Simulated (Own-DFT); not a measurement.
# Computed records: Hf$_{32}$O$_{63}$ (monoclinic hafnia with one neutral oxygen vacancy, atoms displaced), Hf$_{31}$SiO$_{64}$ (monoclinic hafnia with substituted atoms, atoms displaced)

Computed with Own-DFT development build. A calculation, not a measurement: plane-wave PBE and HSE06 DFT by an unreviewed code, no spin, of a simulated cell at Gamma alone, so results move with cell size and shape, stress positive in tension, energies less offsets, not probed for a lower state with spin; hafnium file: forces about 75 meV/angstrom off all-electron values; oxygen file: force components 24 meV/angstrom off all-electron in a glass; k mesh not checked against a denser one; forces and stress are PBE's, HSE06 gives the energy alone, and its difference from PBE has offsets of its own; offsets are fitted by least squares, one for each functional and potential file, so energies compare only between cells with the same atoms and settings and are not formation energies; the far tail of each file's local potential was reset to the Coulomb form; each entry is a single point on an unrelaxed cell, so the pressure reflects the starting lattice, mostly measured values, from which strain is counted, and rises with the displacements; printed positions are rounded, which can move forces by about a meV/angstrom; the program is a retired in-house code; no spin-orbit coupling.

Common to all runs: first functional PBE; second functional HSE06; exact exchange share 0.25; screening 0.11 1/bohr; exchange divergence Gygi-Baldereschi; potential files PseudoDojo norm-conserving, scalar-relativistic, made for PBE, standard set; wave cutoff 48 hartree; occupations fixed; k mesh 1 x 1 x 1 centred on Gamma.

(1) 
```cif
# cell vector a (Å): 10.2340 0.0000 0.0000
# cell vector b (Å): 0.0000 10.3500 0.0000
# cell vector c (Å): -1.6955 0.0000 10.4453
data_Hf32O63
_symmetry_space_group_name_H-M 'P 1'
_symmetry_Int_Tables_number 1
_cell_length_a 10.2340
_cell_length_b 10.3500
_cell_length_c 10.5820
_cell_angle_alpha 90.000
_cell_angle_beta 99.220
_cell_angle_gamma 90.000
_cell_volume 1106.39
loop_
_atom_site_label
_atom_site_type_symbol
_atom_site_fract_x
_atom_site_fract_y
_atom_site_fract_z
_atom_site_occupancy
Hf1 Hf 0.14652 0.02393 0.10227 1
Hf2 Hf 0.35917 0.27221 0.15326 1
Hf3 Hf 0.36343 0.47673 0.37884 1
Hf4 Hf 0.14905 0.22744 0.37213 1
O1 O 0.04329 0.15905 0.17422 1
O2 O 0.47006 0.40987 0.07241 1
O3 O 0.46111 0.34685 0.31859 1
O4 O 0.04544 0.08511 0.41759 1
O5 O 0.22808 0.39047 0.23289 1
O6 O 0.27043 0.11727 0.01255 1
O7 O 0.28615 0.12582 0.25353 1
O8 O 0.20834 0.37228 0.48400 1
Hf5 Hf 0.13469 0.01358 0.61772 1
Hf6 Hf 0.37199 0.27828 0.63926 1
Hf7 Hf 0.34959 0.47608 0.88736 1
Hf8 Hf 0.13606 0.23578 0.84754 1
O9 O 0.03048 0.17455 0.67193 1
O10 O 0.46472 0.40753 0.57100 1
O11 O 0.46013 0.33618 0.82286 1
O12 O 0.03969 0.08516 0.94076 1
O13 O 0.22998 0.38327 0.73777 1
O14 O 0.27202 0.14625 0.50285 1
O15 O 0.26902 0.11406 0.75393 1
O16 O 0.22924 0.36919 0.99628 1
Hf9 Hf 0.13180 0.52426 0.10187 1
Hf10 Hf 0.34754 0.76140 0.13682 1
Hf11 Hf 0.35504 0.97334 0.40230 1
Hf12 Hf 0.13932 0.74151 0.34262 1
O17 O 0.04207 0.65838 0.17001 1
O18 O 0.46412 0.92165 0.08258 1
O19 O 0.46639 0.84753 0.32280 1
O20 O 0.03687 0.58857 0.42368 1
O21 O 0.23381 0.88355 0.24104 1
O22 O 0.27264 0.63483 0.00229 1
O23 O 0.23005 0.85136 0.49786 1
Hf13 Hf 0.15075 0.51290 0.62202 1
Hf14 Hf 0.36934 0.77136 0.64431 1
Hf15 Hf 0.36577 0.97346 0.90072 1
Hf16 Hf 0.14822 0.72746 0.86739 1
O24 O 0.05186 0.66834 0.68823 1
O25 O 0.45581 0.91787 0.57642 1
O26 O 0.45951 0.84742 0.82771 1
O27 O 0.03882 0.58814 0.91332 1
O28 O 0.21801 0.86102 0.74667 1
O29 O 0.27781 0.63270 0.50977 1
O30 O 0.28793 0.63127 0.75024 1
O31 O 0.23224 0.86916 0.99567 1
Hf17 Hf 0.64041 0.02090 0.08679 1
Hf18 Hf 0.87158 0.27909 0.14889 1
Hf19 Hf 0.86220 0.48467 0.40151 1
Hf20 Hf 0.64326 0.22702 0.36301 1
O32 O 0.52752 0.17725 0.17322 1
O33 O 0.97357 0.41414 0.07873 1
O34 O 0.95964 0.32380 0.32862 1
O35 O 0.53291 0.07407 0.42497 1
O36 O 0.72255 0.38894 0.23311 1
O37 O 0.77575 0.11643 0.01166 1
O38 O 0.77897 0.12794 0.25713 1
O39 O 0.71949 0.36398 0.48726 1
Hf21 Hf 0.65131 0.02456 0.60410 1
Hf22 Hf 0.85935 0.27214 0.64154 1
Hf23 Hf 0.87156 0.46884 0.90153 1
Hf24 Hf 0.62595 0.23312 0.85235 1
O40 O 0.52622 0.15951 0.66977 1
O41 O 0.95294 0.41883 0.57635 1
O42 O 0.96415 0.34325 0.81930 1
O43 O 0.55375 0.08760 0.92566 1
O44 O 0.73850 0.37700 0.73744 1
O45 O 0.78362 0.12830 0.50476 1
O46 O 0.77535 0.12191 0.76002 1
O47 O 0.73884 0.36496 0.98673 1
Hf25 Hf 0.63477 0.51104 0.11380 1
Hf26 Hf 0.85658 0.77392 0.15688 1
Hf27 Hf 0.86159 0.98115 0.39413 1
Hf28 Hf 0.64457 0.73240 0.35657 1
O48 O 0.52654 0.66613 0.18559 1
O49 O 0.96832 0.91325 0.07799 1
O50 O 0.95922 0.83377 0.32924 1
O51 O 0.53435 0.58952 0.42310 1
O52 O 0.72965 0.87399 0.24186 1
O53 O 0.78298 0.63642 0.00225 1
O54 O 0.76971 0.63261 0.26638 1
O55 O 0.72730 0.87480 0.48706 1
Hf29 Hf 0.62931 0.50724 0.60722 1
Hf30 Hf 0.85699 0.76322 0.65273 1
Hf31 Hf 0.86901 0.98289 0.90359 1
Hf32 Hf 0.63018 0.72974 0.85210 1
O56 O 0.51946 0.65428 0.67839 1
O57 O 0.95074 0.91449 0.56641 1
O58 O 0.96734 0.84794 0.83269 1
O59 O 0.53700 0.60460 0.92530 1
O60 O 0.70879 0.87445 0.73216 1
O61 O 0.77751 0.62641 0.51077 1
O62 O 0.76190 0.63215 0.75434 1
O63 O 0.72266 0.86960 0.98181 1
_calc_PBE_energy_of_cell_above_offsets '-81.712'  # eV
_calc_HSE06_less_PBE_above_offsets '0.538'  # eV
_calc_PBE_pressure 8.84  # GPa
_calc_PBE_stress_xx -8.73  # GPa
_calc_PBE_stress_yy -8.74  # GPa
_calc_PBE_stress_zz -9.05  # GPa
_calc_PBE_stress_yz 0.61  # GPa
_calc_PBE_stress_xz -0.4  # GPa
_calc_PBE_stress_xy 0.17  # GPa
```

Force:
```tsv
element	x (eV/Å)	y (eV/Å)	z (eV/Å)
Hf	-1.263	-0.544	2.46
Hf	0.306	-1.583	-1.984
Hf	-2.611	4.359	2.059
Hf	-2.182	0.457	-6.146
O	-1.221	1.73	0.462
O	-0.151	0.856	-1.156
O	2.801	-2.112	0.861
O	-1.501	-2.241	1.767
O	-0.835	0.326	0.916
O	2.119	2.489	-1.628
O	-0.817	-0.34	1.981
O	1.568	2.117	1.946
Hf	-0.52	-0.791	-1.806
Hf	-2.717	-3.556	-0.008
Hf	2.718	2.339	2.852
Hf	-0.376	-2.591	1.912
O	1.201	-1.298	0.184
O	0.603	1.213	-1.14
O	0.226	0.381	0.053
O	-0.32	2.149	-3.479
O	-0.129	-2.361	1.766
O	2.112	-2.619	3.139
O	0.006	0.589	0.862
O	-0.297	0.06	-2.457
Hf	2.546	-0.513	0.067
Hf	3.66	2.041	3.594
Hf	2.143	0.272	-1.296
Hf	-0.408	-2.681	2.458
O	-1.862	2.217	0.772
O	0.25	-0.236	-1.085
O	0.075	-0.994	0.434
O	-0.681	-0.391	-0.257
O	-1.583	-0.897	0.054
O	0.988	-2.642	0.771
O	-1.506	3.167	-0.914
Hf	-2.415	5.687	-5.852
Hf	-1.906	-0.319	-0.493
Hf	-1.516	1.832	0.783
Hf	-1.562	2.425	-3.698
O	-1.785	-0.699	-1.323
O	1.912	1.24	0.479
O	1.974	-1.776	-0.825
O	-1.458	-2.238	1.336
O	0.189	2.87	-0.955
O	0.132	-1.975	-0.727
O	-0.88	-3.364	2.878
O	-0.752	0.091	-0.624
Hf	-0.715	-0.912	5.018
Hf	-0.103	-3.963	1.18
Hf	2.112	0.603	-0.564
Hf	-1.391	-2.103	-3.617
O	2.046	-1.15	0.26
O	-0.184	0.145	-0.71
O	-0.244	1.304	0.551
O	1.473	2.331	0.147
O	0.875	-1.618	1.991
O	1.772	2.591	0.014
O	-0.941	-0.189	0.524
O	-0.473	0.94	0.542
Hf	-1.899	-2.05	-0.144
Hf	0.017	-0.345	-0.243
Hf	-2.047	4.162	-0.552
Hf	3.181	-0.303	-0.114
O	0.73	0.657	0.629
O	1.486	0.517	0.627
O	2.675	-1.871	0.191
O	-3.791	-0.622	-2.087
O	-2.32	0.666	0.195
O	-0.571	0.406	0.703
O	-0.188	0.448	-0.364
O	-1.349	-0.061	0.087
Hf	-0.908	4.146	-2.688
Hf	1.152	-0.658	-3.438
Hf	0.432	0.424	-1.14
Hf	-2.937	1.018	0.28
O	0.325	-1.293	-1.321
O	-0.331	-0.712	0.741
O	1.735	-0.437	-0.119
O	-0.24	-1.117	0.736
O	-1.093	1.702	-0.463
O	-0.079	-1.212	1.422
O	1.302	-1.75	-0.698
O	-0.817	-0.176	0.357
Hf	1.564	3.877	-0.54
Hf	1.249	0.607	0.141
Hf	-0.84	-0.557	-0.044
Hf	2.367	1.309	0.235
O	1.843	-1.294	-0.512
O	2.182	0.653	2.198
O	0.744	-1.65	-1.302
O	-3.193	-3.917	1.475
O	1.008	0.825	-0.571
O	-0.411	-0.227	0.592
O	0.798	-2.032	0.202
O	-0.275	0.741	1.195
```

(2) 
```cif
# cell vector a (Å): 10.2340 0.0000 0.0000
# cell vector b (Å): 0.0000 10.3500 0.0000
# cell vector c (Å): -1.6955 0.0000 10.4453
data_Hf31SiO64
_symmetry_space_group_name_H-M 'P 1'
_symmetry_Int_Tables_number 1
_cell_length_a 10.2340
_cell_length_b 10.3500
_cell_length_c 10.5820
_cell_angle_alpha 90.000
_cell_angle_beta 99.220
_cell_angle_gamma 90.000
_cell_volume 1106.39
loop_
_atom_site_label
_atom_site_type_symbol
_atom_site_fract_x
_atom_site_fract_y
_atom_site_fract_z
_atom_site_occupancy
Hf1 Hf 0.14895 0.01867 0.10077 1
Hf2 Hf 0.37187 0.26921 0.14677 1
Hf3 Hf 0.36692 0.47882 0.39435 1
Hf4 Hf 0.14599 0.22609 0.36299 1
O1 O 0.03472 0.16517 0.17126 1
O2 O 0.45984 0.42201 0.08809 1
O3 O 0.45973 0.33724 0.32702 1
O4 O 0.03655 0.08348 0.41449 1
O5 O 0.21581 0.38229 0.23402 1
O6 O 0.28343 0.13067 0.00887 1
O7 O 0.27720 0.12269 0.26773 1
O8 O 0.22550 0.37197 0.49574 1
Hf5 Hf 0.14025 0.02578 0.61181 1
Hf6 Hf 0.36738 0.26871 0.65410 1
Hf7 Hf 0.36364 0.47953 0.89953 1
Hf8 Hf 0.14670 0.23553 0.84913 1
O9 O 0.03403 0.16666 0.68010 1
O10 O 0.46448 0.41422 0.57278 1
O11 O 0.46386 0.32767 0.82759 1
O12 O 0.03866 0.07549 0.92645 1
O13 O 0.22429 0.37118 0.73728 1
O14 O 0.28038 0.12705 0.51392 1
O15 O 0.27356 0.12288 0.75944 1
O16 O 0.22758 0.37042 0.99097 1
Hf9 Hf 0.13308 0.51124 0.10364 1
Hf10 Hf 0.36177 0.77596 0.13803 1
Hf11 Hf 0.35736 0.98669 0.39689 1
Hf12 Hf 0.13704 0.73194 0.36511 1
O17 O 0.04856 0.66504 0.18554 1
O18 O 0.46228 0.91404 0.07135 1
O19 O 0.46166 0.83388 0.31993 1
O20 O 0.03559 0.57856 0.42969 1
O21 O 0.21802 0.87690 0.23924 1
O22 O 0.26985 0.62593 0.00436 1
O23 O 0.28433 0.62006 0.25561 1
O24 O 0.22398 0.87674 0.48636 1
Hf13 Hf 0.13342 0.51560 0.60545 1
Hf14 Hf 0.35271 0.77996 0.64479 1
Hf15 Hf 0.36498 0.98393 0.90096 1
Hf16 Hf 0.13893 0.72665 0.85380 1
O25 O 0.03874 0.66701 0.67165 1
O26 O 0.47424 0.91692 0.57984 1
O27 O 0.46491 0.83140 0.81807 1
O28 O 0.03522 0.58942 0.92432 1
O29 O 0.23492 0.88165 0.74252 1
O30 O 0.27674 0.62633 0.51452 1
O31 O 0.29307 0.62034 0.76553 1
O32 O 0.22301 0.87559 0.98408 1
Hf17 Hf 0.63412 0.02043 0.10507 1
Hf18 Hf 0.86492 0.26414 0.14834 1
Hf19 Hf 0.85166 0.48033 0.39899 1
Hf20 Hf 0.63613 0.23797 0.34773 1
O33 O 0.53613 0.16444 0.16902 1
O34 O 0.96947 0.41948 0.08103 1
O35 O 0.96146 0.33896 0.32371 1
O36 O 0.53253 0.07693 0.42295 1
O37 O 0.72811 0.37805 0.24452 1
O38 O 0.77804 0.12820 0.01150 1
O39 O 0.77271 0.11749 0.25522 1
O40 O 0.73351 0.37703 0.49569 1
Hf21 Hf 0.64314 0.01989 0.60024 1
Hf22 Hf 0.86542 0.26676 0.64313 1
Hf23 Hf 0.85710 0.47489 0.89570 1
Hf24 Hf 0.63644 0.23723 0.85205 1
O41 O 0.53134 0.16158 0.67335 1
O42 O 0.96559 0.41335 0.58542 1
O43 O 0.95524 0.32300 0.82644 1
O44 O 0.53456 0.09834 0.91361 1
O45 O 0.73395 0.37064 0.73284 1
O46 O 0.77921 0.11884 0.51250 1
O47 O 0.77896 0.12759 0.75442 1
O48 O 0.73482 0.36997 0.99017 1
Hf25 Hf 0.64307 0.51551 0.09732 1
Hf26 Hf 0.86913 0.76957 0.14481 1
Hf27 Hf 0.85612 0.97552 0.39569 1
Hf28 Hf 0.63507 0.73312 0.34901 1
O49 O 0.53794 0.66781 0.16911 1
O50 O 0.96623 0.91937 0.08386 1
O51 O 0.96692 0.84032 0.32871 1
O52 O 0.54269 0.57677 0.42827 1
O53 O 0.72735 0.88643 0.24241 1
O54 O 0.76676 0.63097 0.00875 1
O55 O 0.77243 0.61713 0.25810 1
O56 O 0.71929 0.87090 0.49578 1
Si1 Si 0.62886 0.52294 0.60809 1
Hf29 Hf 0.86291 0.76956 0.63883 1
Hf30 Hf 0.86059 0.97853 0.89031 1
Hf31 Hf 0.63739 0.73112 0.84251 1
O57 O 0.54269 0.66775 0.68040 1
O58 O 0.97463 0.91443 0.57631 1
O59 O 0.96562 0.83610 0.83128 1
O60 O 0.53541 0.58747 0.92960 1
O61 O 0.73346 0.87572 0.73799 1
O62 O 0.77520 0.63567 0.50843 1
O63 O 0.77400 0.62109 0.76013 1
O64 O 0.72091 0.87153 0.98556 1
_calc_PBE_energy_of_cell_above_offsets '-86.712'  # eV
_calc_HSE06_less_PBE_above_offsets '0.367'  # eV
_calc_PBE_pressure 3.89  # GPa
_calc_PBE_stress_xx -4.07  # GPa
_calc_PBE_stress_yy -3.49  # GPa
_calc_PBE_stress_zz -4.1  # GPa
_calc_PBE_stress_yz 0.08  # GPa
_calc_PBE_stress_xz 0.31  # GPa
_calc_PBE_stress_xy -0.38  # GPa
```

Force:
```tsv
element	x (eV/Å)	y (eV/Å)	z (eV/Å)
Hf	-3.124	0.558	0.567
Hf	-2.935	1.057	-0.402
Hf	-2.311	2.197	-0.124
Hf	-1.9	1.495	-1.762
O	0.775	-0.105	0.233
O	1.18	-0.024	-0.722
O	1.74	-1.951	-0.428
O	-0.325	-0.123	1.274
O	1.134	-1.678	1.424
O	0.169	-0.017	0.252
O	0.52	0.373	-1.08
O	0.454	-0.576	-0.576
Hf	-0.647	-0.481	-1.446
Hf	0.136	0.049	-2.084
Hf	-0.025	1.459	0.018
Hf	-2.602	-0.894	1.692
O	1.13	-0.966	-0.856
O	2.487	1.309	1.641
O	-0.332	1.504	0.853
O	0.825	1.054	-0.754
O	-0.223	0.878	0.791
O	-0.354	0.26	0.37
O	0.479	-0.324	0.406
O	0.021	-0.378	-0.632
Hf	1.815	2.513	0.676
Hf	-1.23	-3.211	1.821
Hf	1.089	-2.015	0.146
Hf	0.596	-1.517	-1.611
O	-1.745	0.454	-0.853
O	1.205	1.331	-0.035
O	0.074	0.478	0.349
O	-0.364	0.555	-0.298
O	0.827	0.458	-0.319
O	0.702	0.655	0.362
O	0.164	0.097	1.051
O	-0.02	0.062	1.17
Hf	0.885	0.46	-0.487
Hf	2.235	-1.597	-0.594
Hf	0.72	-0.515	-2.189
Hf	-0.29	-0.031	0.115
O	0.221	0.241	0.437
O	-1.531	-0.85	-0.349
O	-0.139	1.164	1.154
O	-1.309	-0.982	-0.468
O	-1.516	0.732	-0.233
O	-0.093	0.76	-0.114
O	-1.336	-0.074	-0.483
O	0.326	-0.371	0.361
Hf	2.762	-0.632	-1.315
Hf	1.552	0.008	0.353
Hf	2.367	0.505	-0.372
Hf	0.493	-1.19	1.623
O	-0.341	0.771	0.652
O	-2.156	-1.045	-0.881
O	0.562	-0.576	0.917
O	1.265	1.795	-0.909
O	-1.343	-0.516	-0.672
O	-0.758	-0.114	-0.26
O	-0.395	0.77	0.786
O	-2.245	-1.015	-0.414
Hf	-0.971	0.155	1.263
Hf	-0.777	-0.028	-0.067
Hf	2.215	1.12	-0.788
Hf	2.118	-1.619	-0.618
O	0.523	0.312	-0.022
O	0.662	0.634	-0.516
O	1.234	0.766	1.272
O	-1.147	-2.117	1.643
O	-2.551	2.803	-0.052
O	0.206	1.352	-1.099
O	-0.743	-1.29	0.847
O	-1.47	-0.012	0.123
Hf	-0.898	1.996	1.419
Hf	0.416	0.332	0.061
Hf	1.287	1.133	-0.006
Hf	-0.575	-0.855	-0.02
O	-0.148	0.172	0.143
O	-0.056	-0.524	-0.446
O	-0.125	-1.064	0.005
O	0.71	0.121	1.494
O	-0.482	-1.22	-0.299
O	1.508	-0.231	0.002
O	0.293	0.408	0.104
O	0.886	-0.205	-1.224
Si	-1.535	0.769	-1.486
Hf	0.191	0.116	1.295
Hf	0.265	0.783	1.378
Hf	0.343	0.354	2.987
O	0.136	-3.072	-3.632
O	-0.756	-0.241	0.02
O	0.881	-0.994	-0.614
O	-0.521	-1.009	-0.651
O	-0.561	0.625	-0.337
O	-0.417	-0.863	0.391
O	0.441	-1.381	-0.741
O	0.1	0.532	0.394
```

(3) 
```cif
# cell vector a (Å): 10.2340 0.0000 0.0000
# cell vector b (Å): 0.0000 10.3500 0.0000
# cell vector c (Å): -1.6955 0.0000 10.4453
data_Hf32O63
_symmetry_space_group_name_H-M 'P 1'
_symmetry_Int_Tables_number 1
_cell_length_a 10.2340
_cell_length_b 10.3500
_cell_length_c 10.5820
_cell_angle_alpha 90.000
_cell_angle_beta 99.220
_cell_angle_gamma 90.000
_cell_volume 1106.39
loop_
_atom_site_label
_atom_site_type_symbol
_atom_site_fract_x
_atom_site_fract_y
_atom_site_fract_z
_atom_site_occupancy
Hf1 Hf 0.12569 0.02384 0.10792 1
Hf2 Hf 0.36734 0.27063 0.15641 1
Hf3 Hf 0.36471 0.47869 0.38660 1
Hf4 Hf 0.13115 0.24055 0.35318 1
O1 O 0.03707 0.16681 0.16908 1
O2 O 0.45552 0.40950 0.07836 1
O3 O 0.47289 0.32767 0.32168 1
O4 O 0.02853 0.08918 0.42002 1
O5 O 0.22249 0.39329 0.22976 1
O6 O 0.28320 0.13301 0.99799 1
O7 O 0.28316 0.11661 0.25741 1
O8 O 0.21179 0.37112 0.48610 1
Hf5 Hf 0.13319 0.01008 0.59233 1
Hf6 Hf 0.36658 0.27849 0.63587 1
Hf7 Hf 0.37918 0.47698 0.90386 1
Hf8 Hf 0.14175 0.23918 0.85391 1
O9 O 0.02540 0.16813 0.66635 1
O10 O 0.46875 0.40861 0.58690 1
O11 O 0.46834 0.33506 0.82159 1
O12 O 0.04334 0.07102 0.91493 1
O13 O 0.22735 0.37835 0.73083 1
O14 O 0.27559 0.14281 0.50524 1
O15 O 0.27134 0.12439 0.75119 1
O16 O 0.22241 0.36929 0.98533 1
Hf9 Hf 0.12450 0.52689 0.09477 1
Hf10 Hf 0.35717 0.76594 0.13856 1
Hf11 Hf 0.35207 0.97471 0.38322 1
Hf12 Hf 0.14084 0.71991 0.35905 1
O17 O 0.03934 0.67056 0.17768 1
O18 O 0.47157 0.91165 0.09037 1
O19 O 0.46660 0.84645 0.32623 1
O20 O 0.05195 0.58120 0.44115 1
O21 O 0.22893 0.87619 0.23827 1
O22 O 0.27724 0.62986 0.01766 1
O23 O 0.26716 0.63021 0.25817 1
O24 O 0.22347 0.86375 0.48563 1
Hf13 Hf 0.14039 0.51607 0.59848 1
Hf14 Hf 0.35607 0.77379 0.63035 1
Hf15 Hf 0.36828 0.98433 0.89743 1
Hf16 Hf 0.12969 0.72995 0.85207 1
O25 O 0.04570 0.66776 0.67098 1
O26 O 0.45630 0.92275 0.57877 1
O27 O 0.45805 0.83982 0.81990 1
O28 O 0.03677 0.58505 0.92253 1
O29 O 0.23037 0.88851 0.73985 1
O30 O 0.27643 0.61693 0.50535 1
O31 O 0.27013 0.63466 0.76473 1
O32 O 0.22933 0.87582 0.98165 1
Hf17 Hf 0.62815 0.01696 0.10269 1
Hf18 Hf 0.86205 0.26613 0.13916 1
Hf19 Hf 0.84854 0.47820 0.39377 1
Hf20 Hf 0.65018 0.24269 0.35429 1
O33 O 0.54661 0.16301 0.17580 1
O34 O 0.96193 0.42277 0.06599 1
O35 O 0.97577 0.33421 0.33811 1
O36 O 0.53551 0.08260 0.42616 1
O37 O 0.72870 0.37616 0.23502 1
O38 O 0.78438 0.11934 0.01467 1
O39 O 0.77091 0.11448 0.24700 1
O40 O 0.73479 0.37844 0.49260 1
Hf21 Hf 0.64074 0.02813 0.59363 1
Hf22 Hf 0.86340 0.27190 0.64370 1
Hf23 Hf 0.86469 0.48511 0.91162 1
Hf24 Hf 0.63883 0.23757 0.85696 1
O41 O 0.96023 0.41700 0.57816 1
O42 O 0.95970 0.33464 0.81788 1
O43 O 0.53477 0.08574 0.92788 1
O44 O 0.71049 0.37810 0.73738 1
O45 O 0.76194 0.12862 0.50307 1
O46 O 0.77004 0.12503 0.77078 1
O47 O 0.73247 0.37608 0.99145 1
Hf25 Hf 0.63171 0.52391 0.10724 1
Hf26 Hf 0.87123 0.77718 0.16087 1
Hf27 Hf 0.85287 0.98537 0.39276 1
Hf28 Hf 0.64038 0.73183 0.35196 1
O48 O 0.53727 0.66829 0.15169 1
O49 O 0.96326 0.90301 0.08023 1
O50 O 0.96562 0.82666 0.32386 1
O51 O 0.52872 0.57475 0.42273 1
O52 O 0.73670 0.89014 0.23423 1
O53 O 0.78527 0.62456 0.01871 1
O54 O 0.78488 0.62999 0.25710 1
O55 O 0.72684 0.87232 0.48976 1
Hf29 Hf 0.63905 0.50500 0.60926 1
Hf30 Hf 0.86906 0.77413 0.65113 1
Hf31 Hf 0.86819 0.97270 0.90522 1
Hf32 Hf 0.62129 0.73236 0.84876 1
O56 O 0.53215 0.66025 0.66867 1
O57 O 0.95225 0.92538 0.56678 1
O58 O 0.96013 0.84182 0.82700 1
O59 O 0.53328 0.57342 0.92420 1
O60 O 0.73212 0.87595 0.74789 1
O61 O 0.78606 0.63014 0.50912 1
O62 O 0.77802 0.62163 0.76278 1
O63 O 0.71641 0.86574 0.97470 1
_calc_PBE_energy_of_cell_above_offsets '-83.268'  # eV
_calc_HSE06_less_PBE_above_offsets '0.373'  # eV
_calc_PBE_pressure 8.77  # GPa
_calc_PBE_stress_xx -9.59  # GPa
_calc_PBE_stress_yy -8.23  # GPa
_calc_PBE_stress_zz -8.49  # GPa
_calc_PBE_stress_yz 0.61  # GPa
_calc_PBE_stress_xz -1.14  # GPa
_calc_PBE_stress_xy -0.71  # GPa
```

Force:
```tsv
element	x (eV/Å)	y (eV/Å)	z (eV/Å)
Hf	3.475	-1.673	-2.282
Hf	-1.548	-2.744	-2.815
Hf	-2.175	0.464	0.676
Hf	3.074	-2.718	1.05
O	-1.107	1.619	0.266
O	2.512	1.5	0.47
O	-0.642	1.523	1.665
O	0.166	-0.351	-0.856
O	0.622	-1.514	1.201
O	-0.639	0.371	2.005
O	-0.991	1.023	-0.754
O	1.881	0.705	-0.628
Hf	0.647	3.189	2.441
Hf	-3.446	-4.513	2.375
Hf	-5.427	-1.003	-2.916
Hf	0.275	-2.124	-1.794
O	0.772	-0.969	-0.322
O	1.499	2.65	-2.811
O	-0.067	-0.117	0.356
O	-0.206	0.872	1.405
O	0.198	-0.039	0.904
O	-0.467	-1.712	-0.799
O	0.127	-0.013	0.458
O	-0.188	0.904	0.56
Hf	3.187	0.127	1.612
Hf	-0.665	1.708	0.349
Hf	1.283	2.072	2.365
Hf	-0.563	0.488	-0.686
O	-0.207	-0.928	-0.401
O	-1.124	-0.293	-1.211
O	2.113	-2.752	-0.32
O	-3.568	0.411	-4.393
O	-1.211	0.332	-0.71
O	-0.251	-0.785	-1.011
O	2.048	-1.28	0.564
O	-0.791	0.612	-0.446
Hf	0.09	-0.435	3.891
Hf	0.534	-0.727	3.264
Hf	-2.427	0.807	-1.688
Hf	2.733	1.064	-0.241
O	-2	1.363	0.147
O	0.866	0.321	-0.502
O	1.184	-1.275	0.086
O	-0.391	0.361	-0.508
O	-1.087	-0.686	-1.571
O	1.821	0.887	0.272
O	1.306	-1.299	0.067
O	-0.362	-0.905	1.179
Hf	2.192	0.304	-0.738
Hf	-0.582	-0.89	-0.303
Hf	4.076	2.34	1.197
Hf	-1.839	-4.112	-0.664
O	-1.858	1.896	0.356
O	0.771	-2.569	3.831
O	-3.884	1.91	-1.57
O	-0.319	0.794	-1.198
O	-0.145	0.643	0.757
O	-0.007	1.592	0.481
O	1.221	2.227	1.914
O	-1.905	-0.961	-0.994
Hf	-2.802	-1.372	2.874
Hf	0.643	-0.862	1.979
Hf	-1.732	1.192	-5.67
Hf	0.392	-2.316	-0.627
O	0.389	0.602	-0.685
O	-0.115	0.571	1.332
O	0.94	0.923	-0.522
O	0.78	-0.565	0.826
O	2.394	1.445	-0.293
O	0.048	-0.27	-1.31
O	-1.424	-1.325	0.506
Hf	2.87	-0.841	-1.265
Hf	-2.261	-2.713	-3.198
Hf	1.115	-0.505	-0.567
Hf	-0.436	0.638	0.916
O	-0.958	1.393	2.383
O	2.321	2.765	-0.893
O	0.576	1.626	3.059
O	2.103	1.451	-1.149
O	-1.632	-1.545	1.27
O	-1.251	0.048	0.13
O	-2.05	-1.786	1.515
O	-0.883	-0.871	-0.98
Hf	0.407	4.033	0.573
Hf	-1.574	-0.959	-0.406
Hf	-2.883	1.852	-1.922
Hf	2.277	0.44	-0.505
O	-0.256	0.11	-0.207
O	1.073	-0.617	1.236
O	2.731	-2.428	-0.839
O	2.803	1.868	0.408
O	-0.646	0.403	-1.935
O	-1.154	-0.235	-0.73
O	-0.231	-0.201	-0.262
O	-0.162	0.359	1.917
```
